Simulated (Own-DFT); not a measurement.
Simulation results for SiGe₃ (diamond-structure random alloy, atoms displaced)

Computed with Own-DFT development build. A calculation, not a measurement: plane-wave density functional theory by an unreviewed code, no spin, of a simulated periodic cell, stress positive in tension, run twice, with PBE and with PBEsol, both on files made for PBE, so the change isn't that of files made for PBEsol, forces on such cells passed a denser k mesh, this cell's mesh not checked; the far tail of each file's local potential was reset to the Coulomb form; each entry is a single point on an unrelaxed cell, so the pressure reflects the starting lattice, mostly measured values (interpolated for alloys), from which strain is counted, and rises with the displacements; printed positions are rounded, which can move forces by about a meV/angstrom; the program, named Own-DFT, is a retired in-house code; no spin-orbit coupling; stress was not checked against mesh or cutoff.

```cif
# cell vector a (Å): 11.2025 0.0000 0.0000
# cell vector b (Å): 0.0000 11.2025 0.0000
# cell vector c (Å): 0.0000 0.0000 11.2025
data_SiGe3
_symmetry_space_group_name_H-M 'P 1'
_symmetry_Int_Tables_number 1
_cell_length_a 11.2025
_cell_length_b 11.2025
_cell_length_c 11.2025
_cell_angle_alpha 90.000
_cell_angle_beta 90.000
_cell_angle_gamma 90.000
_cell_volume 1405.87
loop_
_atom_site_label
_atom_site_type_symbol
_atom_site_fract_x
_atom_site_fract_y
_atom_site_fract_z
_atom_site_occupancy
Ge1 Ge 0.00439 0.98620 0.99705 1
Si1 Si 0.00124 0.24749 0.25666 1
Ge2 Ge 0.24811 0.99992 0.25017 1
Ge3 Ge 0.25639 0.24627 0.00089 1
Ge4 Ge 0.12155 0.11872 0.12249 1
Ge5 Ge 0.13359 0.37404 0.38169 1
Ge6 Ge 0.38098 0.12631 0.38598 1
Ge7 Ge 0.37719 0.37750 0.11596 1
Ge8 Ge 0.00408 0.00121 0.49754 1
Ge9 Ge 0.99273 0.24645 0.74674 1
Ge10 Ge 0.25480 0.99997 0.75594 1
Ge11 Ge 0.24752 0.24977 0.49706 1
Ge12 Ge 0.13470 0.11871 0.63414 1
Ge13 Ge 0.11955 0.37709 0.86811 1
Ge14 Ge 0.37393 0.12000 0.87363 1
Ge15 Ge 0.37677 0.37391 0.63575 1
Ge16 Ge 0.99391 0.48825 0.99870 1
Si2 Si 0.00117 0.75031 0.25070 1
Ge17 Ge 0.23948 0.50668 0.24800 1
Ge18 Ge 0.24590 0.74249 0.99845 1
Ge19 Ge 0.13240 0.62379 0.12913 1
Ge20 Ge 0.12299 0.88055 0.38234 1
Ge21 Ge 0.36443 0.63107 0.38111 1
Si3 Si 0.36919 0.88219 0.12297 1
Ge22 Ge 0.00746 0.50552 0.50285 1
Ge23 Ge 0.00410 0.75989 0.75490 1
Ge24 Ge 0.25607 0.48703 0.73701 1
Ge25 Ge 0.25126 0.74579 0.50266 1
Ge26 Ge 0.12481 0.62662 0.62281 1
Ge27 Ge 0.12353 0.87618 0.86951 1
Ge28 Ge 0.37776 0.62235 0.87289 1
Ge29 Ge 0.36793 0.86468 0.63081 1
Ge30 Ge 0.51199 0.00022 0.00632 1
Ge31 Ge 0.49695 0.25390 0.25231 1
Si4 Si 0.74037 0.99875 0.24833 1
Si5 Si 0.74752 0.25247 0.99780 1
Ge32 Ge 0.62388 0.13183 0.12105 1
Si6 Si 0.62334 0.38000 0.37198 1
Ge33 Ge 0.87982 0.12964 0.37138 1
Ge34 Ge 0.87275 0.36946 0.12444 1
Si7 Si 0.50722 0.00164 0.50435 1
Ge35 Ge 0.50215 0.25112 0.74316 1
Si8 Si 0.76270 0.99055 0.75313 1
Ge36 Ge 0.74536 0.24960 0.50176 1
Si9 Si 0.62379 0.12911 0.63000 1
Ge37 Ge 0.62847 0.37764 0.87096 1
Ge38 Ge 0.88520 0.12016 0.86752 1
Ge39 Ge 0.87449 0.37289 0.63380 1
Ge40 Ge 0.50526 0.50135 0.00226 1
Ge41 Ge 0.49123 0.75171 0.24536 1
Si10 Si 0.74542 0.50622 0.25041 1
Si11 Si 0.75059 0.75438 0.99616 1
Ge42 Ge 0.62194 0.61717 0.12388 1
Ge43 Ge 0.62622 0.88015 0.37119 1
Ge44 Ge 0.88080 0.61460 0.37539 1
Ge45 Ge 0.88911 0.87941 0.12578 1
Ge46 Ge 0.52057 0.50073 0.50193 1
Si12 Si 0.49694 0.75640 0.75668 1
Ge47 Ge 0.75396 0.50011 0.75583 1
Si13 Si 0.76453 0.75042 0.50221 1
Si14 Si 0.62772 0.63031 0.64155 1
Si15 Si 0.62366 0.87169 0.87895 1
Ge48 Ge 0.87015 0.61709 0.88294 1
Si16 Si 0.87808 0.86924 0.63218 1
_calc_functional 'PBE, then PBEsol'
_calc_potential_files 'PseudoDojo norm-conserving, scalar-relativistic, standard set'
_calc_wave_cutoff 42  # hartree
_calc_occupations 'Fermi-Dirac'
_calc_smearing_width 0.1  # eV
_calc_k_mesh '3 x 3 x 3 centred on Gamma'
_calc_PBE_pressure 4.2  # GPa
_calc_PBE_stress_xx -4.09  # GPa
_calc_PBE_stress_yy -4.23  # GPa
_calc_PBE_stress_zz -4.27  # GPa
_calc_PBE_stress_yz -0.17  # GPa
_calc_PBE_stress_xz 0.04  # GPa
_calc_PBE_stress_xy 0.49  # GPa
_calc_PBEsol_pressure 1.48  # GPa
_calc_PBEsol_stress_xx -1.38  # GPa
_calc_PBEsol_stress_yy -1.51  # GPa
_calc_PBEsol_stress_zz -1.54  # GPa
_calc_PBEsol_stress_yz -0.17  # GPa
_calc_PBEsol_stress_xz 0.03  # GPa
_calc_PBEsol_stress_xy 0.47  # GPa
_calc_rms_change_of_force_components_from_PBE_to_PBEsol 0.053  # eV/angstrom
```

Force:
```
force element  PBE force x (eV/Å)  PBE force y (eV/Å)  PBE force z (eV/Å)  PBEsol force x (eV/Å)  PBEsol force y (eV/Å)  PBEsol force z (eV/Å)
           Ge                0.09               2.028              -0.389                  0.099                  1.963                 -0.377
           Si                0.66               0.747              -1.034                  0.648                  0.729                 -1.012
           Ge               0.549               0.281               0.512                  0.483                  0.301                  0.526
           Ge              -1.318               0.202              -0.551                 -1.266                   0.19                  -0.54
           Ge               0.023               0.871               0.394                  0.061                  0.799                  0.362
           Ge               -1.58               0.418              -1.257                 -1.501                  0.437                 -1.182
           Ge               -0.16               -0.63              -0.823                 -0.201                  -0.56                 -0.836
           Ge                -0.5                0.21               1.351                 -0.473                  0.191                  1.303
           Ge              -1.122               0.415               1.693                 -1.035                  0.418                  1.606
           Ge                1.88              -0.014              -0.096                  1.822                 -0.011                 -0.078
           Ge              -0.028              -0.913              -0.348                 -0.041                 -0.882                 -0.342
           Ge               1.153              -0.504               1.751                  1.127                 -0.488                  1.697
           Ge               -1.18               0.886               -1.21                  -1.15                  0.863                 -1.178
           Ge               0.827              -0.947               0.239                   0.79                 -0.923                  0.226
           Ge               1.741               0.594               0.688                   1.67                   0.58                  0.666
           Ge               1.598              -1.043              -3.664                  1.537                 -1.018                 -3.529
           Ge               1.004               1.165               0.678                   0.96                  1.122                  0.637
           Si               0.493              -0.323               0.446                  0.495                 -0.315                  0.437
           Ge               2.301              -1.744                1.13                  2.224                  -1.67                  1.096
           Ge               0.887               1.196              -0.271                  0.835                  1.123                 -0.284
           Ge              -2.904               0.851              -1.175                 -2.765                  0.799                 -1.153
           Ge                0.61              -1.519              -1.182                  0.614                 -1.431                 -1.116
           Ge               2.087              -1.571              -1.022                  2.003                 -1.498                 -0.999
           Si               0.381               -0.71              -0.402                  0.371                 -0.694                 -0.388
           Ge              -0.697              -1.705               0.157                 -0.663                 -1.639                  0.148
           Ge              -1.121              -2.339              -0.568                 -1.029                 -2.281                 -0.518
           Ge              -2.067               2.719               2.257                 -1.998                  2.623                  2.186
           Ge              -1.299               1.166               0.173                 -1.262                  1.122                  0.175
           Ge               0.427               0.343               1.287                  0.425                  0.327                   1.22
           Ge               1.603              -0.294               0.945                  1.532                 -0.288                  0.921
           Ge              -0.238              -0.176              -0.231                  -0.26                 -0.201                  -0.18
           Ge               1.383               1.296              -0.459                  1.263                  1.261                 -0.454
           Ge              -1.604              -0.634               -0.82                 -1.557                 -0.539                 -0.779
           Ge               0.102               0.201              -0.023                  0.069                  0.159                 -0.062
           Si               1.797               0.992              -0.654                  1.752                  0.974                 -0.641
           Si               0.658              -0.664              -0.623                  0.643                 -0.639                  -0.61
           Ge                0.84               0.303               1.002                  0.736                  0.278                  0.971
           Si               1.066              -0.586              -0.411                  1.001                 -0.623                 -0.363
           Ge              -1.381              -0.968                0.34                 -1.345                 -0.954                  0.403
           Ge              -0.487              -0.181               1.198                 -0.437                 -0.131                   1.12
           Si              -0.391              -0.367               0.716                 -0.426                 -0.396                  0.649
           Ge                0.05              -0.693                1.55                 -0.006                 -0.609                  1.529
           Si              -1.827               0.507              -0.195                 -1.759                  0.551                 -0.142
           Ge               0.115               0.381              -0.361                  0.174                  0.379                 -0.349
           Si               1.045              -1.621              -0.308                  1.036                 -1.505                 -0.284
           Ge              -0.429              -0.718               0.682                 -0.437                 -0.651                  0.632
           Ge              -1.522              -0.397               1.765                 -1.406                 -0.373                  1.704
           Ge              -0.332               0.706              -1.711                 -0.323                  0.673                 -1.638
           Ge              -0.525               -0.59              -1.325                 -0.512                 -0.571                 -1.278
           Ge               0.048               0.111               0.162                   0.07                  0.073                  0.188
           Si               0.501              -1.241               0.134                  0.528                 -1.175                  0.087
           Si                0.01              -0.464                0.95                  0.061                 -0.503                  0.967
           Ge               1.002               2.164               0.473                  0.895                  2.091                  0.438
           Ge              -0.105              -1.168               0.978                 -0.137                 -1.167                  0.921
           Ge              -0.644               1.344              -0.572                 -0.578                  1.276                 -0.511
           Ge              -2.612              -1.096                0.91                 -2.493                  -1.02                  0.826
           Ge              -1.871               0.927               0.892                 -1.876                  0.898                  0.886
           Si                0.65              -0.664               -0.01                  0.535                 -0.656                 -0.014
           Ge              -0.431               0.367              -0.844                 -0.381                   0.31                 -0.771
           Si              -1.266              -0.293               0.283                 -1.244                 -0.315                  0.197
           Si               0.469               0.607              -1.226                  0.472                  0.522                 -1.202
           Si               0.787               0.395              -0.578                  0.729                  0.447                 -0.529
           Ge                0.72               1.653              -0.024                  0.718                   1.54                  -0.05
           Si               0.083               0.731              -1.367                  0.182                  0.708                 -1.336
```
